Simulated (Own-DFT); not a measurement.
Simulation results for Hf32O63 (monoclinic hafnia with one vacancy, atoms displaced), Hf31O64 (monoclinic hafnia with one vacancy, atoms displaced)

All values are calculated (Own-DFT development build). A calculation, not a measurement: plane-wave PBE density functional theory by an unreviewed code, no spin, of a simulated periodic cell, stress positive in tension, free energy of the whole cell less one offset for each atom, defect cell not probed for a lower state with spin; hafnium file: forces about 75 meV/angstrom off all-electron values; oxygen file: force components 24 meV/angstrom off all-electron in one glass; forces on such cells passed a denser k mesh, this cell's mesh not checked; offsets are fitted by least squares, one for each functional and potential file, so energies compare only between cells with the same atoms and settings and are not formation energies; the far tail of each file's local potential was reset to the Coulomb form; each entry is a single point on an unrelaxed cell, so the pressure reflects the starting lattice, mostly measured values, from which strain is counted, and rises with the displacements; printed positions are rounded, which can move forces by about a meV/angstrom; the program is a retired in-house code; no spin-orbit coupling; before rounding, a Quantum ESPRESSO 7.3.1 run of the same cell and cutoff gave forces within 1 meV/angstrom rms on each cell, which checks the program and not the settings.

Settings shared by all entries: functional PBE; potential files PseudoDojo norm-conserving, scalar-relativistic, standard set; wave cutoff 72 hartree; occupations Fermi-Dirac; smearing width 0.1 eV; k mesh 2 x 2 x 2 centred on Gamma.

(1) Hf32O63 (monoclinic hafnia with one vacancy, atoms displaced)

```cif
# cell vector a (Å): 10.2340 0.0000 0.0000
# cell vector b (Å): 0.0000 10.3500 0.0000
# cell vector c (Å): -1.6955 0.0000 10.4453
data_Hf32O63
_symmetry_space_group_name_H-M 'P 1'
_symmetry_Int_Tables_number 1
_cell_length_a 10.2340
_cell_length_b 10.3500
_cell_length_c 10.5820
_cell_angle_alpha 90.000
_cell_angle_beta 99.220
_cell_angle_gamma 90.000
_cell_volume 1106.39
loop_
_atom_site_label
_atom_site_type_symbol
_atom_site_fract_x
_atom_site_fract_y
_atom_site_fract_z
_atom_site_occupancy
Hf1 Hf 0.13858 0.01347 0.10551 1
Hf2 Hf 0.36128 0.27140 0.13975 1
Hf3 Hf 0.36583 0.48249 0.40300 1
Hf4 Hf 0.13011 0.23371 0.35648 1
O1 O 0.02979 0.16352 0.16794 1
O2 O 0.46920 0.41570 0.07760 1
O3 O 0.46376 0.33673 0.32976 1
O4 O 0.03742 0.08662 0.42615 1
O5 O 0.21688 0.37731 0.24011 1
O6 O 0.27419 0.12472 0.00372 1
O7 O 0.27244 0.11743 0.25795 1
O8 O 0.22355 0.37123 0.48484 1
Hf5 Hf 0.13970 0.02267 0.60109 1
Hf6 Hf 0.35446 0.27040 0.64532 1
Hf7 Hf 0.37248 0.47030 0.89457 1
Hf8 Hf 0.13280 0.23090 0.84471 1
O9 O 0.03986 0.16011 0.67365 1
O10 O 0.45911 0.40308 0.57390 1
O11 O 0.46207 0.34156 0.82070 1
O12 O 0.03461 0.08978 0.92289 1
O13 O 0.23028 0.38624 0.74540 1
O14 O 0.29082 0.13186 0.50574 1
O15 O 0.28382 0.11924 0.75664 1
O16 O 0.21962 0.36633 0.98929 1
Hf9 Hf 0.13378 0.51961 0.10106 1
Hf10 Hf 0.36047 0.77773 0.14435 1
Hf11 Hf 0.36817 0.97786 0.39930 1
Hf12 Hf 0.14230 0.73176 0.35199 1
O17 O 0.03757 0.66221 0.17539 1
O18 O 0.46260 0.91577 0.07590 1
O19 O 0.46192 0.82810 0.32128 1
O20 O 0.21739 0.87539 0.23712 1
O21 O 0.27276 0.63713 0.01202 1
O22 O 0.27515 0.61037 0.24476 1
O23 O 0.22559 0.85990 0.48392 1
Hf13 Hf 0.14193 0.52765 0.60833 1
Hf14 Hf 0.36419 0.76846 0.64257 1
Hf15 Hf 0.35664 0.97503 0.89820 1
Hf16 Hf 0.14340 0.72979 0.85583 1
O24 O 0.04176 0.66965 0.67080 1
O25 O 0.46496 0.91948 0.58064 1
O26 O 0.46344 0.83914 0.83451 1
O27 O 0.03388 0.58680 0.92995 1
O28 O 0.22809 0.88154 0.73961 1
O29 O 0.27677 0.63134 0.51109 1
O30 O 0.27384 0.62153 0.76887 1
O31 O 0.21672 0.86378 0.98653 1
Hf17 Hf 0.64517 0.02109 0.10701 1
Hf18 Hf 0.86028 0.26704 0.15033 1
Hf19 Hf 0.86685 0.48744 0.39027 1
Hf20 Hf 0.64204 0.23416 0.35538 1
O32 O 0.54690 0.16620 0.17810 1
O33 O 0.95437 0.42181 0.07886 1
O34 O 0.96859 0.32792 0.32648 1
O35 O 0.53825 0.08750 0.42306 1
O36 O 0.72827 0.38778 0.23159 1
O37 O 0.77942 0.12868 0.00765 1
O38 O 0.77559 0.12167 0.26279 1
O39 O 0.72308 0.36671 0.49431 1
Hf21 Hf 0.63990 0.02138 0.60544 1
Hf22 Hf 0.86131 0.27360 0.65011 1
Hf23 Hf 0.86645 0.48579 0.89221 1
Hf24 Hf 0.62779 0.23369 0.84712 1
O40 O 0.53813 0.16857 0.66638 1
O41 O 0.96814 0.40962 0.56796 1
O42 O 0.97099 0.33043 0.83250 1
O43 O 0.53646 0.07833 0.92887 1
O44 O 0.72824 0.38104 0.74053 1
O45 O 0.77560 0.12920 0.50531 1
O46 O 0.77239 0.11784 0.75977 1
O47 O 0.72871 0.37125 0.99978 1
Hf25 Hf 0.63556 0.52226 0.10309 1
Hf26 Hf 0.86474 0.76596 0.14100 1
Hf27 Hf 0.85511 0.97725 0.39706 1
Hf28 Hf 0.63706 0.72629 0.36176 1
O48 O 0.54043 0.67280 0.17573 1
O49 O 0.96945 0.91946 0.08420 1
O50 O 0.96473 0.81847 0.32843 1
O51 O 0.53526 0.59389 0.42960 1
O52 O 0.72726 0.87559 0.24055 1
O53 O 0.77403 0.62964 0.00102 1
O54 O 0.78256 0.62267 0.25531 1
O55 O 0.71892 0.87135 0.48952 1
Hf29 Hf 0.64225 0.50973 0.60424 1
Hf30 Hf 0.85866 0.77755 0.64322 1
Hf31 Hf 0.86304 0.98811 0.89291 1
Hf32 Hf 0.64651 0.71674 0.85617 1
O56 O 0.53755 0.67193 0.67843 1
O57 O 0.96654 0.91200 0.57250 1
O58 O 0.96532 0.84079 0.82328 1
O59 O 0.53861 0.59141 0.92504 1
O60 O 0.72626 0.87877 0.74335 1
O61 O 0.78083 0.63300 0.51182 1
O62 O 0.76629 0.62699 0.75967 1
O63 O 0.72429 0.87413 0.98161 1
```

* free energy of cell above offsets: -90.155 eV
* pressure: 5.01 GPa
* stress xx: -4.68 GPa
* stress yy: -5.02 GPa
* stress zz: -5.31 GPa
* stress yz: -0.37 GPa
* stress xz: -0.1 GPa
* stress xy: 0.8 GPa

Force:
```
element  x (eV/Å)  y (eV/Å)  z (eV/Å)
     Hf     0.011     2.302     -0.25
     Hf    -1.147    -1.105     1.628
     Hf    -1.382    -0.987    -2.557
     Hf     3.135    -1.053    -1.534
      O      0.38     0.016     0.565
      O    -0.525    -0.354    -0.457
      O     0.524     0.014    -0.537
      O    -0.796    -1.068     0.053
      O     0.849    -0.501    -0.455
      O     0.241     0.706     0.787
      O     0.471    -0.081     0.014
      O    -0.272     0.386     1.287
     Hf     0.891    -1.053    -0.055
     Hf    -0.324    -1.337    -1.198
     Hf    -3.157     3.963     1.742
     Hf     2.002    -1.458      2.53
      O    -1.328      0.89    -0.542
      O     2.398     2.194     0.468
      O     2.316    -2.029    -0.484
      O    -0.005    -0.341     -0.25
      O    -0.651    -0.797     -0.99
      O    -1.433    -0.595     0.583
      O     -0.49     0.607    -0.282
      O     1.111     0.484    -0.136
     Hf     1.057    -0.688     1.216
     Hf     0.174    -1.973      -0.5
     Hf    -0.347     0.961    -1.049
     Hf    -0.839    -1.668    -0.861
      O      -0.8     0.501    -0.223
      O     0.386     0.519     0.637
      O     -0.04     0.938     1.639
      O     0.735    -0.228     0.396
      O     0.313    -1.118     -0.53
      O     0.347     0.851     2.355
      O     0.428     1.983     0.972
     Hf    -0.645    -0.753    -0.861
     Hf     0.152     1.141     2.312
     Hf     1.143     0.421    -0.552
     Hf    -0.671    -0.043    -0.259
      O     -1.24     0.037    -0.179
      O      0.12    -0.183    -0.343
      O     0.758    -1.388    -1.005
      O    -0.343      0.37    -1.631
      O    -0.679    -0.338    -0.746
      O    -0.139    -0.918    -0.107
      O     1.227    -0.229    -0.886
      O     0.287     1.745      0.78
     Hf    -0.627    -0.705    -1.257
     Hf     0.788     0.312    -1.827
     Hf     0.661    -0.602     0.301
     Hf    -1.194    -0.719    -0.682
      O    -1.491     0.791    -0.653
      O     0.798     0.133    -0.186
      O    -2.499      2.13     0.373
      O    -0.145    -0.559    -0.066
      O    -0.489    -0.841     2.173
      O    -0.505      0.24     0.369
      O     0.621    -0.182     0.212
      O     0.229      1.24       0.2
     Hf    -0.401    -0.199     0.167
     Hf     1.088    -0.986     -1.24
     Hf    -0.416    -1.073     2.206
     Hf      1.05    -2.275     2.191
      O    -0.587     0.833     0.892
      O      0.06     0.537     0.834
      O    -1.765     1.278    -1.159
      O     0.433     1.925    -1.059
      O    -0.127    -0.203     0.365
      O     0.536     0.051     1.065
      O     0.223     1.418    -0.663
      O    -0.931     -0.17    -2.544
     Hf     0.987     0.776     0.379
     Hf     0.081     0.988     0.388
     Hf     1.584    -0.303    -0.805
     Hf     0.794     1.068    -2.552
      O     0.105    -0.774    -0.173
      O    -1.152    -0.877    -0.455
      O    -0.516      1.13     0.617
      O    -0.797    -1.743     0.916
      O     0.124     0.463     0.079
      O     0.931    -0.558     1.256
      O     -0.43     -0.02      0.69
      O     0.197     0.328     0.215
     Hf    -1.225      2.18    -0.377
     Hf     0.877    -0.212     1.303
     Hf     -0.18    -1.442     0.988
     Hf    -2.217     5.403     0.045
      O    -0.093    -1.673    -1.387
      O     0.011     0.543    -0.116
      O     0.404     -0.62    -0.007
      O    -1.895    -2.244     0.251
      O     0.044     0.414    -1.389
      O    -0.175    -1.346    -0.253
      O     2.576    -2.191    -1.248
      O     0.452    -0.406     1.119
```

(2) Hf31O64 (monoclinic hafnia with one vacancy, atoms displaced)

```cif
# cell vector a (Å): 10.2340 0.0000 0.0000
# cell vector b (Å): 0.0000 10.3500 0.0000
# cell vector c (Å): -1.6955 0.0000 10.4453
data_Hf31O64
_symmetry_space_group_name_H-M 'P 1'
_symmetry_Int_Tables_number 1
_cell_length_a 10.2340
_cell_length_b 10.3500
_cell_length_c 10.5820
_cell_angle_alpha 90.000
_cell_angle_beta 99.220
_cell_angle_gamma 90.000
_cell_volume 1106.39
loop_
_atom_site_label
_atom_site_type_symbol
_atom_site_fract_x
_atom_site_fract_y
_atom_site_fract_z
_atom_site_occupancy
Hf1 Hf 0.14533 0.01935 0.10805 1
Hf2 Hf 0.36324 0.26773 0.13779 1
Hf3 Hf 0.35821 0.47931 0.39435 1
Hf4 Hf 0.14073 0.23086 0.35693 1
O1 O 0.03961 0.16708 0.17365 1
O2 O 0.46343 0.41370 0.07715 1
O3 O 0.46374 0.33547 0.32587 1
O4 O 0.03906 0.07858 0.42242 1
O5 O 0.22566 0.38003 0.23820 1
O6 O 0.27408 0.13019 0.01025 1
O7 O 0.28198 0.12315 0.25839 1
O8 O 0.22528 0.37416 0.48894 1
Hf5 Hf 0.13598 0.01899 0.60303 1
Hf6 Hf 0.36301 0.26909 0.63834 1
Hf7 Hf 0.36384 0.48460 0.89390 1
Hf8 Hf 0.13670 0.22909 0.85299 1
O9 O 0.04096 0.16262 0.67517 1
O10 O 0.45897 0.41851 0.57923 1
O11 O 0.46055 0.33465 0.82048 1
O12 O 0.03448 0.08541 0.92228 1
O13 O 0.22543 0.38165 0.73652 1
O14 O 0.27303 0.13136 0.50960 1
O15 O 0.27530 0.11891 0.75701 1
O16 O 0.22350 0.37077 0.98778 1
Hf9 Hf 0.13107 0.52325 0.10124 1
Hf10 Hf 0.36328 0.77138 0.14596 1
Hf11 Hf 0.36150 0.97570 0.39597 1
Hf12 Hf 0.13487 0.73244 0.35302 1
O17 O 0.03384 0.66855 0.17414 1
O18 O 0.46376 0.91375 0.07136 1
O19 O 0.46255 0.83512 0.32581 1
O20 O 0.03883 0.58118 0.43005 1
O21 O 0.22837 0.87577 0.24841 1
O22 O 0.27535 0.62606 0.00943 1
O23 O 0.27341 0.62405 0.25878 1
O24 O 0.22539 0.86552 0.48859 1
Hf13 Hf 0.13771 0.51518 0.60554 1
Hf14 Hf 0.36175 0.77058 0.65136 1
Hf15 Hf 0.35668 0.98383 0.89838 1
Hf16 Hf 0.13607 0.73426 0.85102 1
O25 O 0.03259 0.66738 0.67724 1
O26 O 0.46395 0.91307 0.57624 1
O27 O 0.46832 0.83557 0.83252 1
O28 O 0.03462 0.58158 0.92312 1
O29 O 0.22733 0.88341 0.74373 1
O30 O 0.27437 0.62875 0.51083 1
O31 O 0.28405 0.62067 0.76319 1
O32 O 0.22548 0.86973 0.99433 1
Hf17 Hf 0.63725 0.02229 0.10616 1
Hf18 Hf 0.86257 0.27069 0.14703 1
Hf19 Hf 0.86129 0.48291 0.39534 1
Hf20 Hf 0.63746 0.22826 0.35367 1
O33 O 0.53539 0.16761 0.17638 1
O34 O 0.96423 0.41634 0.07336 1
O35 O 0.96447 0.33810 0.32162 1
O36 O 0.54256 0.07832 0.42208 1
O37 O 0.73110 0.38036 0.24329 1
O38 O 0.77534 0.12946 0.01158 1
O39 O 0.77875 0.12154 0.25614 1
O40 O 0.72670 0.37337 0.49390 1
Hf21 Hf 0.64243 0.01982 0.60733 1
Hf22 Hf 0.86271 0.27095 0.64305 1
Hf23 Hf 0.63750 0.23178 0.85324 1
O41 O 0.53534 0.16895 0.67239 1
O42 O 0.96312 0.41937 0.58103 1
O43 O 0.95976 0.33540 0.82645 1
O44 O 0.53194 0.08616 0.92527 1
O45 O 0.72516 0.37863 0.74020 1
O46 O 0.77175 0.13242 0.50353 1
O47 O 0.77497 0.11831 0.76230 1
O48 O 0.72508 0.36839 0.98773 1
Hf24 Hf 0.64007 0.52129 0.10310 1
Hf25 Hf 0.86218 0.77116 0.14354 1
Hf26 Hf 0.86113 0.98196 0.39690 1
Hf27 Hf 0.63584 0.73413 0.35650 1
O49 O 0.53688 0.66581 0.17893 1
O50 O 0.95904 0.91933 0.07875 1
O51 O 0.96239 0.83694 0.32571 1
O52 O 0.54116 0.58426 0.42083 1
O53 O 0.72280 0.88035 0.24083 1
O54 O 0.77515 0.63426 0.01102 1
O55 O 0.77390 0.62111 0.25810 1
O56 O 0.72523 0.87018 0.48754 1
Hf28 Hf 0.63468 0.52140 0.59815 1
Hf29 Hf 0.86331 0.76782 0.64933 1
Hf30 Hf 0.86198 0.97798 0.90038 1
Hf31 Hf 0.64118 0.72709 0.85461 1
O57 O 0.53536 0.66058 0.67004 1
O58 O 0.96208 0.91826 0.58079 1
O59 O 0.96116 0.83732 0.82731 1
O60 O 0.53295 0.58435 0.91948 1
O61 O 0.72133 0.87834 0.74022 1
O62 O 0.77611 0.63328 0.51043 1
O63 O 0.77886 0.62567 0.75818 1
O64 O 0.72473 0.86977 0.99113 1
```

- free energy of cell above offsets: -79.894 eV
- pressure: 3.64 GPa
- stress xx: -3.48 GPa
- stress yy: -3.75 GPa
- stress zz: -3.7 GPa
- stress yz: 0.12 GPa
- stress xz: -0.28 GPa
- stress xy: -0.36 GPa

Force:
```
element  x (eV/Å)  y (eV/Å)  z (eV/Å)
     Hf    -1.547     0.357     -0.06
     Hf    -0.755     1.428     1.297
     Hf     0.496      0.76    -0.569
     Hf     -0.15     0.006    -1.236
      O     0.129    -0.274     0.059
      O     0.865     0.621    -0.212
      O     0.327    -0.215     0.383
      O    -0.201     0.583    -0.309
      O    -0.182    -0.282     0.131
      O     0.071    -0.706     -0.25
      O    -0.388    -0.612     0.403
      O    -0.544    -0.477     -0.35
     Hf     0.409    -0.131     0.192
     Hf    -0.438     0.357     1.633
     Hf    -0.456    -1.354     0.197
     Hf    -0.411     1.181     0.026
      O    -1.153     0.696    -0.621
      O     0.789     0.393    -0.703
      O     0.383    -0.136     0.593
      O     0.183     -0.33     0.474
      O    -0.249    -0.726     0.084
      O     0.264     -0.49    -0.445
      O     0.159      0.37     0.355
      O      0.11    -0.151    -0.194
     Hf     0.068    -0.738    -0.703
     Hf     0.234    -1.039     0.041
     Hf     0.438      0.66     0.597
     Hf     0.121    -1.018      0.63
      O    -0.024     0.037    -0.064
      O     0.198     0.265     0.936
      O     0.412    -0.076     0.064
      O    -0.528     0.341    -1.073
      O    -0.497     0.894    -1.278
      O    -0.027     0.592     0.087
      O     0.125    -0.179     0.345
      O    -0.235     0.834     0.689
     Hf     0.202     1.245     0.426
     Hf     0.677    -0.398    -0.482
     Hf     1.466    -0.588    -0.676
     Hf    -0.572    -1.419     0.679
      O      1.26    -0.386     -0.21
      O     0.434     0.438     0.201
      O    -0.437     0.039    -0.596
      O     1.092     0.987    -0.238
      O     -0.47    -0.678    -0.208
      O     0.269    -0.023     0.228
      O    -1.003     0.928    -0.576
      O    -0.603     0.321    -0.115
     Hf     0.405    -0.352    -0.641
     Hf      0.17     0.665    -1.789
     Hf    -0.169     0.333     0.136
     Hf    -0.199     0.667     0.009
      O      0.25    -0.477    -0.431
      O     0.076    -0.744     1.064
      O     0.929    -0.258     1.041
      O     -0.97    -0.099    -0.112
      O    -0.844    -0.097    -0.347
      O    -0.195    -0.398    -0.032
      O    -0.266     -0.02     0.641
      O    -0.168    -0.357     -0.82
     Hf    -0.648    -0.136    -0.376
     Hf    -0.499      0.93     1.782
     Hf      0.72      1.07     0.428
      O     0.378     -0.68     -0.64
      O     0.288    -0.415    -0.348
      O     1.092    -0.991    -0.384
      O    -0.081     0.153    -0.028
      O    -0.667    -0.801    -1.289
      O     0.706    -0.234     0.937
      O     0.204     0.139    -0.496
      O    -1.129    -0.121     1.173
     Hf     1.098    -0.056    -0.816
     Hf    -1.111     -0.48    -0.036
     Hf    -0.197    -0.559    -0.481
     Hf     0.967    -0.509    -0.486
      O    -0.606     0.026     -0.91
      O     1.587     0.539     0.298
      O     0.361    -0.208     0.446
      O    -1.276    -0.645    -0.103
      O    -0.112     0.153    -0.158
      O    -1.022     0.299     0.495
      O     0.279      0.11     0.613
      O    -0.098     0.764     0.648
     Hf     1.296    -0.379     1.787
     Hf    -1.127     -0.34    -0.236
     Hf    -0.598     0.711     -0.36
     Hf     1.007    -0.784     0.241
      O    -0.789     1.033      0.42
      O     0.405     0.359    -0.214
      O     1.086    -0.382     0.402
      O      0.13    -0.015     0.629
      O      0.03     0.122    -0.085
      O     0.245    -0.461    -0.371
      O    -0.939      0.53    -0.643
      O    -0.306     0.486    -0.142
```
